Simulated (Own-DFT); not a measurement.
# How strain changes the stress of wurtzite GaN, 72 atoms (Ga36N36)

These are calculations, not measurements. The program, named Own-DFT, is a retired in-house plane-wave density functional code that no person has reviewed. Each row is one single-point run on a periodic cell that was not relaxed, without spin or spin-orbit coupling.

Settings of every run: PBE; PseudoDojo norm-conserving scalar-relativistic files (stringent for Ga); cutoff 96 hartree; 4 x 4 x 3 k mesh centred on Gamma; Gaussian smearing of 0.01 eV.

Known limits: forces not confirmed at this smearing and k mesh; stress not checked against mesh or cutoff.

Unstrained cell vectors in Å: (9.567, 0.000, 0.000); (-4.783, 8.285, 0.000); (0.000, 0.000, 10.370). The unstrained cell has measured lattice constants (interpolated for alloys), not those of this functional. That, the random moves and any unrelaxed bonds set the pressure at no strain. Each run strains this cell uniformly, with the atoms carried along. Every atom was also moved at random, by a Gaussian of width 0.05 Å on each axis. Strain is the symmetric tensor, in per cent. Stress is positive in tension, and the pressure is minus a third of its trace.

```
run  e_xx (%)  e_yy (%)  e_zz (%)  e_yz (%)  e_xz (%)  e_xy (%)  s_xx (GPa)  s_yy (GPa)  s_zz (GPa)  s_yz (GPa)  s_xz (GPa)  s_xy (GPa)  P (GPa)  E (meV/atom)
  1      1.16     -1.14     -1.67      1.61     -1.40     -1.47       -4.28      -14.26      -13.83        4.53       -3.03       -4.18    10.79          45.0
  2      0.32      1.24      0.66     -1.35     -0.53      0.46       -3.33       -1.78       -2.68       -2.55       -0.62        1.19     2.60           0.0
  3      1.27      1.19     -1.89      1.92      0.29      0.50       -2.88       -3.02      -14.79        4.35        0.70        2.61     6.90          43.2
  4      1.96      1.04      0.63      0.54     -0.41     -1.51        3.65       -2.78       -3.55        1.78       -1.37       -3.30     0.89          17.6
  5     -1.06      1.46     -0.24      0.92     -1.67     -0.75      -10.32       -2.97       -8.83        1.67       -4.21       -2.44     7.37          32.9
  6      1.08     -0.71     -0.48      1.55     -0.54     -0.52       -3.51       -9.09       -9.84        3.08       -2.99       -1.47     7.48          24.5
  7     -0.80     -1.20     -0.25      0.49     -1.27      1.09      -11.40      -13.20       -9.99        0.26       -3.19        3.10    11.53          25.2
  8      0.83      1.67      1.82     -0.92      0.87     -1.54       -1.90        1.42        2.30       -1.78        1.42       -4.59    -0.61          13.6
  9      1.45     -0.69      1.62     -0.69      1.12     -0.37       -1.93       -7.36        0.70       -2.11        2.39        0.01     2.86          15.5
 10     -1.03      0.60     -1.45     -0.88      0.99     -1.19      -14.36       -6.17      -13.70       -1.86        2.29       -3.88    11.41          44.0
 11     -1.05      1.84     -1.74     -1.76      0.51      0.24      -12.01       -2.28      -13.46       -3.60       -0.23        0.00     9.25          37.0
 12      1.13      1.22     -0.35     -0.21      1.32     -0.13       -0.76       -0.76       -9.82       -1.02        3.35        0.58     3.78          23.5
 13      0.98      0.10     -1.20     -0.03      1.81     -0.23       -3.22       -7.36      -12.41        0.73        3.71       -1.84     7.66          35.1
 14      0.68     -1.69     -0.40      0.64      0.97      1.31       -6.40      -14.17       -8.87        2.29        2.42        3.04     9.81          22.2
 15     -0.46     -1.91     -1.86      0.55      1.71     -1.55      -14.84      -17.84      -16.26        2.00        4.73       -5.54    16.31          48.3
 16     -0.98      0.14     -0.17      1.41     -1.45     -0.47      -14.43       -6.85       -8.71        3.37       -4.66       -2.06    10.00          47.8
 17     -1.37      0.69      0.03      0.75      1.86      0.54           ?           ?           ?           ?           ?           ?        ?             ?
```

E is the free energy for each atom above the lowest run shown.

## Worked fit

Each stress component was fitted by least squares to a constant and the strains of the runs shown, as fractions, with shears doubled. Shear strains stay in the fit of a normal stress only where such slopes are resolved. The slopes, in GPa:

```
stress  at no strain  per e_xx  per e_yy  per e_zz  scatter
  s_xx          -8.0  485 ± 32  114 ± 26   69 ± 29     1.25
  s_yy          -7.4   57 ± 22  414 ± 18   93 ± 20     0.87
  s_zz          -7.2   35 ± 23   37 ± 19  444 ± 21     0.89
```

Each shear stress against twice its own strain: yz 103 ± 12, xz 119 ± 13, xy 148 ± 9 GPa. These are stiffnesses along x, y and z of the frame in which the cell vectors are given, which need not be the crystal's axes. The atoms are held to the strained lattice; where symmetry lets them move under strain, relaxing them would lower some slopes. The table should be nearly symmetric about its diagonal, and what it lacks of that shows the noise. A ninth of its sum, 194 ± 4 GPa, estimates the bulk modulus near the mean pressure of these runs, 7.4 GPa, so it lies above the value at zero pressure.

## Withheld run

Question: what normal stresses and pressure should run 17 give?

The fit gives s_xx = -13.8, s_yy = -5.3, s_zz = -7.3 and P = 8.8 GPa. The calculation gave -11.55, -6.01, -7.51 and P = 8.36 GPa.
